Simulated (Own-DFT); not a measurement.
# Same atoms, different arrangement: As32Ga32, 64 atoms

These are calculations, not measurements. The program, named Own-DFT, is a retired in-house plane-wave density functional code that no person has reviewed. Each row is one single-point run on a periodic cell that was not relaxed, without spin or spin-orbit coupling.

Settings of every run: PBE; PseudoDojo norm-conserving scalar-relativistic files; cutoff 42 hartree; 3 x 3 x 3 k mesh centred on Gamma; Fermi-Dirac smearing of 0.1 eV.

Known limits, some of them of some rows only: not probed for a lower state with spin; forces on such cells failed a check on a denser k mesh; forces not confirmed at this smearing and k mesh; stress not checked against mesh or cutoff.

All cells hold the same atoms in the same cell, with vectors in Å (11.307, 0.000, 0.000); (0.000, 11.307, 0.000); (0.000, 0.000, 11.307). Every atom was moved at random from its ideal site; u is the rms move along one axis. The defect's site can differ from row to row. E is the free energy of the cell above the lowest run. The arrangements:

- A: zincblende GaAs
- B: zincblende GaAs, with one As on a Ga site and one Ga on an As site, 2.4 Å apart

| arrangement | u (Å) | E (eV) | P (GPa) |
|---|---|---|---|
| A | 0.0202 | 0.000 | 3.52 |
| A | 0.0204 | 0.031 | 3.52 |
| A | 0.0216 | 0.036 | 3.52 |
| A | 0.0457 | 1.610 | 3.82 |
| A | 0.0461 | 1.617 | 3.87 |
| A | 0.0490 | 1.862 | 3.91 |
| B | 0.0299 | 2.934 | 3.91 |
| B | 0.0321 | 3.404 | 4.01 |
| B | 0.0339 | 3.302 | 3.97 |
| B | 0.0473 | 4.201 | 4.19 |
| B | 0.0530 | 5.109 | 4.36 |
| B | 0.0535 | 5.334 | 4.41 |

Question: once the cost of the random moves is taken out, how do the arrangements rank?

## Worked answer

Fit E = a + b u², with one b for all and one a for each arrangement, and with residuals divided by u², since the noise grows with the moves. Then b = 982 eV/Å², the scatter at u = 0.04 Å is 0.16 eV, and against A:

- B: 2.60 ± 0.07 eV (higher)

These are energies of unrelaxed cells. Relaxing the atoms lowers the strained arrangements most, so the gaps would shrink and small ones could change sign.
